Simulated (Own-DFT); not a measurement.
Hf₃₆O₇₁ (tetragonal hafnia with one neutral oxygen vacancy, atoms displaced) (calculated)

Computed with Own-DFT development build. A calculation, not a measurement: plane-wave PBE and HSE06 DFT by an unreviewed code, no spin, of a simulated cell at Gamma alone, so results move with cell size and shape, stress positive in tension, energies less offsets, not probed for a lower state with spin; hafnium file: forces about 75 meV/angstrom off all-electron values; oxygen file: force components 24 meV/angstrom off all-electron in a glass; k mesh not checked against a denser one; forces and stress are PBE's, HSE06 gives the energy alone, and its difference from PBE has offsets of its own; offsets are fitted by least squares, one for each functional and potential file, so energies compare only between cells with the same atoms and settings and are not formation energies; the far tail of each file's local potential was reset to the Coulomb form; each entry is a single point on an unrelaxed cell, so the pressure reflects the starting lattice, taken from the Materials Project, from which strain is counted, and rises with the displacements; printed positions are rounded, which can move forces by about a meV/angstrom; the program is a retired in-house code; no spin-orbit coupling.

Common to all runs: first functional PBE; second functional HSE06; exact exchange share 0.25; screening 0.11 1/bohr; exchange divergence Gygi-Baldereschi; potential files PseudoDojo norm-conserving, scalar-relativistic, made for PBE, standard set; wave cutoff 48 hartree; occupations fixed; k mesh 1 x 1 x 1 centred on Gamma.

(1) Hf₃₆O₇₁ (tetragonal hafnia with one neutral oxygen vacancy, atoms displaced)

```xyz
107
Lattice="10.7800 0.0000 0.0000 0.0000 10.7800 0.0000 0.0000 0.0000 10.4493" Properties=species:S:1:pos:R:3 Hf36O71
Hf     0.0015     0.0425    10.4296
Hf     1.8203     1.8346     2.6012
O      0.0427     1.8101     1.5769
O      1.7937     0.0110     3.6211
O     10.7524     1.7753     4.1830
O      1.7320     0.0287     1.0572
Hf    10.7669     0.0239     5.1891
Hf     1.8446     1.7972     7.8975
O      0.0513     1.8288     6.8114
O      1.7968    10.7398     8.8452
O     10.7691     1.8433     9.4106
O      1.7433    10.7773     6.2330
Hf     0.0133     3.5763    10.4284
Hf     1.8012     5.3592     2.5737
O      0.0078     5.3391     1.6173
O      1.7999     3.5637     3.6735
O     10.7250     5.4187     4.2105
O      1.7893     3.5897     1.0066
Hf     0.0186     3.6142     5.1910
Hf     1.7634     5.4206     7.8529
O     10.7784     5.3762     6.8393
O      1.7936     3.5660     8.8491
O     10.7614     5.3443     9.3780
O      1.7885     3.5556     6.1920
Hf    10.7543     7.1864    10.4481
Hf     1.7928     8.9863     2.6380
O      0.0476     8.9938     1.6037
O      1.8108     7.1915     3.6596
O      0.0335     8.9823     4.1812
O      1.8294     7.2126     1.0681
Hf     0.0135     7.2170     5.2774
Hf     1.7861     9.0231     7.8369
O     10.7532     9.0077     6.8212
O      1.7475     7.1479     8.8430
O      0.0221     8.9681     9.3493
O      1.7774     7.1712     6.2571
Hf     3.5724    10.7368     0.0289
Hf     5.4201     1.8003     2.6011
O      3.5815     1.7835     1.5615
O      5.3853     0.0407     3.6288
O      3.5700     1.7799     4.1819
O      5.4309    10.7791     1.0363
Hf     3.6107     0.0138     5.2511
Hf     5.4205     1.8356     7.8443
O      3.5725     1.8015     6.8252
O      5.3798     0.0421     8.8758
O      3.6389     1.7495     9.4338
O      5.3802     0.0014     6.3097
Hf     3.5722     3.6015    10.4422
Hf     5.3541     5.4352     2.5969
O      3.5942     5.3927     1.6037
O      5.4002     3.6019     3.6098
O      3.5744     5.3654     4.1703
O      5.3844     3.6051     1.0048
Hf     3.6171     3.5859     5.2175
Hf     5.3864     5.3900     7.8473
O      3.5768     5.3756     6.8151
O      5.4150     3.6256     8.8547
O      3.6113     5.3818     9.4010
O      5.3842     3.6254     6.2251
Hf     3.5746     7.1727     0.0034
Hf     5.3686     9.0061     2.5968
O      3.6091     8.9941     1.6451
O      5.3710     7.1582     3.6488
O      3.5805     8.9807     4.2209
O      5.3562     7.0921     1.0407
Hf     3.5967     7.1557     5.1673
Hf     5.3669     8.9543     7.8562
O      3.6065     8.9828     6.7878
O      5.3466     7.1855     8.9390
O      3.5876     8.9917     9.4226
O      5.3535     7.1459     6.2468
Hf     7.2114    10.7689    10.4040
Hf     9.0155     1.8493     2.6169
O      7.1750     1.7826     1.5535
O      8.9865     0.0056     3.6475
O      7.2788     1.8424     4.2281
O      9.0098     0.0349     1.0444
Hf     7.1970     0.0062     5.2437
Hf     9.0018     1.7661     7.8255
O      7.2113     1.7798     6.8219
O      9.0207    10.7607     8.9194
O      7.1715     1.7699     9.4944
Hf     7.1408     3.5726     0.0068
Hf     8.9856     5.4098     2.6249
O      7.1933     5.3720     1.5771
O      9.0262     3.5641     3.6015
O      7.2144     5.3802     4.2446
O      8.9860     3.6321     1.0406
Hf     7.2201     3.6208     5.1846
Hf     8.9017     5.3514     7.8220
O      7.2155     5.4180     6.7520
O      9.0277     3.5629     8.8410
O      7.2140     5.4083     9.4079
O      8.9714     3.5912     6.2371
Hf     7.1729     7.1882     0.0613
Hf     9.0113     8.9353     2.6346
O      7.1409     8.9762     1.6403
O      9.0034     7.2071     3.6009
O      7.1278     9.0078     4.2197
O      8.9801     7.1827     1.0154
Hf     7.1349     7.1288     5.1922
Hf     8.9430     9.0134     7.8819
O      7.2287     8.9963     6.8087
O      9.0151     7.1793     8.8732
O      7.1120     8.9941     9.4601
O      8.9396     7.1966     6.2646
```

Results for Hf₃₆O₇₁ (tetragonal hafnia with one neutral oxygen vacancy, atoms displaced): PBE energy of cell above offsets -101.069 eV; HSE06 less PBE above offsets -0.144 eV; PBE pressure 0.45 GPa; PBE stress xx 0.38 GPa; PBE stress yy -0.78 GPa; PBE stress zz -0.94 GPa; PBE stress yz -0.44 GPa; PBE stress xz -0.43 GPa; PBE stress xy -0.01 GPa.

Force:
```tsv
element	x (eV/Å)	y (eV/Å)	z (eV/Å)
Hf	-0.306	-0.556	0.449
Hf	-0.037	-1.151	0.345
O	-0.571	0.308	-0.078
O	0.08	0.138	-0.034
O	0.034	0.633	-0.019
O	1.174	-0.294	-0.789
Hf	-0.381	-0.188	0.433
Hf	-0.6	-0.1	-1.3
O	-0.935	-0.541	0.342
O	0.055	1.024	0.717
O	0.248	-1.237	0.036
O	1.051	-0.258	0.098
Hf	-1.01	0.624	0.147
Hf	-0.237	0.534	1.115
O	-0.035	0.54	-0.331
O	-0.294	0.883	-0.796
O	0.174	-0.017	0.004
O	0.603	0.321	0.256
Hf	-0.043	-0.352	0.694
Hf	-0.159	-0.659	-0.774
O	-0.36	0.021	-0.331
O	0.466	0.516	0.412
O	0.373	0.639	1.137
O	0.44	0.288	0.278
Hf	0.497	-0.01	-0.951
Hf	-0.083	0.177	0.485
O	-1.084	-0.485	-0.469
O	0.032	-0.646	-0.322
O	-0.267	-0.051	0.252
O	-0.575	-0.384	-0.629
Hf	-0.612	-0.171	0.036
Hf	-0.393	-0.909	-0.808
O	-0.337	0.11	-0.196
O	0.455	0.908	0.648
O	0.041	0.183	1.357
O	0.535	0.082	-0.046
Hf	0.522	0.804	0.36
Hf	-0.391	-0.095	-0.3
O	0.49	0.197	0.183
O	-0.026	-0.269	0.223
O	0.291	0.387	0.353
O	-0.784	-0.28	-0.24
Hf	-0.567	-0.217	-0.095
Hf	-0.513	-1.014	-0.155
O	0.772	0.038	-0.001
O	0.158	-0.804	-0.328
O	-0.484	0.8	0.162
O	0.311	0.148	-0.666
Hf	0.282	-0.667	-0.158
Hf	0.441	-0.925	-0.098
O	-0.444	-0.292	-0.597
O	0.049	0.045	-0.043
O	0.179	0.03	-0.014
O	-0.48	0.008	-0.084
Hf	-0.785	-0.228	0.103
Hf	-0.298	0.543	-0.536
O	0.178	-0.022	0.114
O	0.096	-0.389	0.074
O	-0.187	0.019	0.529
O	0.693	-0.232	0.264
Hf	0.096	-0.067	-0.33
Hf	0.529	0.688	1.091
O	-0.351	0.118	-1.018
O	0.114	0.391	0.003
O	0.317	0.146	-0.002
O	0.161	0.437	0.118
Hf	-0.852	0.325	0.666
Hf	0.205	0.917	-0.232
O	-0.219	-0.021	0.593
O	0.235	-0.097	-0.796
O	-0.066	-0.517	0.228
O	0.605	0.179	0.254
Hf	-0.306	0.362	1.52
Hf	-0.169	-1.387	-0.597
O	0.364	0.473	0.701
O	-0.115	-0.501	0.19
O	-0.55	-0.68	-0.297
O	-0.147	-0.376	-0.477
Hf	0.446	-0.047	0.091
Hf	0.804	0.469	-0.428
O	-0.156	-0.261	0.281
O	-0.392	0.535	-0.684
O	0.054	0.669	-1.165
Hf	1.031	0.327	0.297
Hf	0.377	-0.788	-0.324
O	-0.269	0.376	0.457
O	-0.197	1.484	0.488
O	0.184	0.168	-1.412
O	-0.199	-0.359	-0.506
Hf	-0.223	-0.775	0.824
Hf	1.55	0.498	0.29
O	-1.361	-0.195	0.5
O	-0.719	0.05	-0.019
O	-0.187	-0.171	0.067
O	0.159	0.098	-0.133
Hf	-0.107	-0.319	-0.695
Hf	-0.053	1.695	-0.259
O	0.975	-0.579	-0.503
O	-0.463	-0.393	0.457
O	0.111	-0.569	0.171
O	0.137	0.152	0.354
Hf	0.736	1.525	1.058
Hf	1.005	-1.194	-0.788
O	-1.019	0.481	0.413
O	-0.295	0.132	0.139
O	0.414	-0.748	-0.33
O	0.372	-0.157	-0.668
```

(2) Hf₃₆O₇₁ (tetragonal hafnia with one neutral oxygen vacancy, atoms displaced)

```xyz
107
Lattice="10.7800 0.0000 0.0000 0.0000 10.7800 0.0000 0.0000 0.0000 10.4493" Properties=species:S:1:pos:R:3 Hf36O71
Hf     0.0262    10.7664    10.4351
Hf     1.8539     1.8067     2.5597
O     10.7784     1.8126     1.5972
O      1.7885     0.0457     3.5995
O      0.0537     1.8971     4.2128
O      1.7974     0.0544     1.0253
Hf    10.7218     0.0307     5.1837
Hf     1.8388     1.7245     7.9540
O     10.7771     1.7227     6.7341
O      1.8177     0.0958     8.8485
O      0.0376     1.8763     9.3698
O      1.7991    10.7608     6.3220
Hf    10.7754     3.5864    10.4319
Hf     1.7759     5.4167     2.6388
O     10.7586     5.4020     1.5382
O      1.8089     3.5901     3.6268
O     10.7715     5.4403     4.1886
O      1.7271     3.5488     0.9829
Hf     0.0643     3.6572     5.2350
Hf     1.7973     5.4555     7.8239
O      0.0556     5.4131     6.7724
O      1.8498     3.5865     8.8684
O     10.7250     5.3236     9.3967
O      1.8610     3.6273     6.2513
Hf    10.7539     7.1551     0.0138
Hf     1.7879     8.8992     2.5725
O     10.7153     8.9377     1.5739
O      1.8376     7.2800     3.6730
O     10.7676     8.9844     4.2015
O      1.7436     7.1552     1.0715
Hf    10.7469     7.1247     5.2571
Hf     1.7749     8.9951     7.7951
O     10.7583     9.1230     6.8025
O      1.8141     7.1316     8.8377
O     10.7419     8.9139     9.4240
O      1.7500     7.2004     6.2972
Hf     3.5943    10.7394    10.3993
Hf     5.4028     1.7735     2.6384
O      3.5502     1.7724     1.6495
O      5.4298     0.0462     3.6527
O      3.6396     1.7647     4.2727
O      5.3897     0.0671     1.0692
Hf     3.6287    10.7347     5.2205
Hf     5.3910     1.8511     7.8436
O      3.5927     1.7809     6.8439
O      5.3328    10.7401     8.8623
O      3.6661     1.7973     9.4130
O      5.3609    10.7014     6.2690
Hf     3.5312     3.6126     0.0640
Hf     5.4095     5.4066     2.6123
O      3.5044     5.3708     1.5604
O      5.3842     3.6536     3.6849
O      3.5619     5.4033     4.1445
O      5.3822     3.5117     0.9552
Hf     3.6320     3.6067     5.1680
Hf     5.4065     5.3525     7.8586
O      3.4883     5.4211     6.8160
O      5.4023     3.5536     8.8441
O      3.5485     5.3978     9.4797
O      5.3816     3.6231     6.2267
Hf     3.6738     7.1492     0.0836
Hf     5.3069     9.0554     2.6743
O      3.5833     8.9097     1.5231
O      5.4952     7.3721     3.6975
O      3.6531     8.9375     4.2400
O      5.5024     7.1970     0.9642
Hf     3.6377     7.1453     5.2097
Hf     5.3795     8.8846     7.8239
O      3.6562     8.9658     6.8003
O      5.2834     7.1523     8.8689
O      3.6235     9.0413     9.4366
O      5.3398     7.2044     6.2081
Hf     7.2762    10.7417    10.3612
Hf     8.9251     1.8273     2.6305
O      7.2590     1.8020     1.5646
O      9.0348     0.0208     3.6220
O      7.1658     1.7802     4.1626
O      8.9927     0.0095     1.0588
Hf     7.1684     0.0277     5.2395
Hf     9.0237     1.7957     7.9123
O      7.1599     1.8186     6.8123
O      8.9511    10.7240     8.8535
O      8.9366     0.0423     6.2165
Hf     7.1643     3.6369    10.3886
Hf     9.0111     5.4559     2.6424
O      7.1615     5.4241     1.6046
O      9.0624     3.6376     3.6946
O      7.2694     5.3638     4.2528
O      8.9616     3.5149     0.9908
Hf     7.1189     3.6209     5.2466
Hf     8.9600     5.4467     7.8922
O      7.2312     5.4259     6.7879
O      8.9503     3.5760     8.8626
O      7.2734     5.3317     9.4275
O      8.9669     3.6339     6.1906
Hf     7.2012     7.2250     0.0161
Hf     8.9508     9.0128     2.6256
O      7.1164     8.9070     1.6234
O      9.0528     7.0933     3.6216
O      7.2221     8.9373     4.1852
O      8.9693     7.1628     0.9918
Hf     7.1576     7.2060     5.2268
Hf     8.9054     9.0489     7.8879
O      7.2052     8.9754     6.8479
O      8.9480     7.0894     8.9582
O      7.1083     8.9603     9.4189
O      8.8542     7.1609     6.2390
```

The calculation gives: PBE energy of cell above offsets -97.198 eV; HSE06 less PBE above offsets 0.046 eV; PBE pressure 1.84 GPa; PBE stress xx -0.57 GPa; PBE stress yy -2.95 GPa; PBE stress zz -2.01 GPa; PBE stress yz -0.13 GPa; PBE stress xz -0.25 GPa; PBE stress xy -0.06 GPa.

Force:
```tsv
element	x (eV/Å)	y (eV/Å)	z (eV/Å)
Hf	0.133	0.631	1.257
Hf	-2.926	-0.353	1.431
O	-0.194	-0.5	-0.315
O	0.382	-1.385	0.027
O	-0.253	-1.174	0.101
O	-0.352	-0.772	-0.912
Hf	1.275	0.952	0.287
Hf	-0.184	3.69	-3.548
O	0.004	0.328	1.567
O	-0.503	-4.076	2.21
O	-0.703	-2.113	0.088
O	0.713	-0.538	-0.979
Hf	-0.951	0.09	0.554
Hf	-0.945	-0.115	0.044
O	0.388	-0.048	0.647
O	0.531	0.923	-0.375
O	1.014	-0.237	-0.538
O	1.104	0.304	0.866
Hf	-0.776	-1.467	0.345
Hf	-0.509	-1.98	0.31
O	-1.437	0.366	0.247
O	0.074	0.326	0.154
O	0.166	1.014	-0.01
O	-0.247	-0.045	-0.732
Hf	0.157	-0.818	-0.175
Hf	-1.157	1.932	0.242
O	0.917	0.249	-0.073
O	-0.066	-1.818	0.078
O	-0.189	-0.597	0.011
O	0.817	0.364	-0.194
Hf	-0.4	1.349	0.244
Hf	0.246	-0.158	-0.67
O	-0.852	-0.775	0.892
O	-0.203	1.963	0.912
O	0.386	1.218	-0.111
O	0.552	0.679	-0.672
Hf	1.214	1.498	0.658
Hf	0.466	0.436	-1.318
O	1.918	0.614	-0.676
O	-0.27	-0.919	0.416
O	0.385	0.596	-0.654
O	0.133	-0.288	-0.46
Hf	-1.532	0.641	1.288
Hf	-0.863	-2.258	-0.12
O	0.531	0.08	-0.038
O	1.011	0.485	-0.332
O	-0.485	0.128	0.857
O	1.071	0.247	-0.603
Hf	-0.397	-0.635	-1.404
Hf	0.278	0.316	0.122
O	1.803	0.288	0.465
O	0.039	-0.147	-1.003
O	0.566	0.539	-0.067
O	-0.153	0.699	0.963
Hf	-1.813	-0.828	1.062
Hf	-0.597	0.073	-0.712
O	2.987	0.264	-0.367
O	0.633	1.512	0.196
O	0.83	-0.437	0.002
O	-0.563	0.453	0.961
Hf	-1.149	0.558	-1.296
Hf	1.006	0.506	-1.157
O	0.128	0.05	0.817
O	-0.922	-3.539	-0.843
O	-0.103	0.88	-0.94
O	-2.756	-0.789	1.189
Hf	-1.783	0.475	0.717
Hf	-0.447	1.914	0.165
O	-1.53	-0.289	0.324
O	0.525	-0.721	-0.052
O	-0.605	-1.954	-0.379
O	1.293	-0.527	1
Hf	-1.735	1.691	1.591
Hf	1.893	1.307	-0.011
O	-1.869	-0.246	-0.139
O	-0.288	-0.186	0.228
O	-0.09	0.602	0.26
O	0.02	-0.715	-1.081
Hf	-0.165	-0.306	0.147
Hf	0.117	1.113	-2.183
O	0.336	-0.15	0.583
O	-0.115	1.445	1.18
O	-0.383	-0.401	0.502
Hf	1.162	-2.337	1.217
Hf	-0.311	-2.582	-0.773
O	-0.082	-0.368	0.262
O	-0.564	-0.175	-1.347
O	-1.162	1.015	-0.775
O	-0.17	0.641	-0.182
Hf	2.606	-0.54	-0.079
Hf	0.842	-1.732	-1.322
O	-2.018	-0.314	1.014
O	-0.464	-0.194	-0.376
O	-1.182	1.701	-0.584
O	0.173	-0.197	0.696
Hf	1.337	-0.828	-0.002
Hf	-0.042	-0.346	0.33
O	0.876	0.446	-0.17
O	-0.336	2.732	0.568
O	0.738	1.73	0.477
O	-0.131	0.193	0.654
Hf	-0.071	-0.532	-0.336
Hf	1.56	-2.422	-1.67
O	-0.72	-0.053	-0.249
O	0.023	2.504	-0.722
O	0.724	-0.104	-0.285
O	2.619	0.271	0.59
```
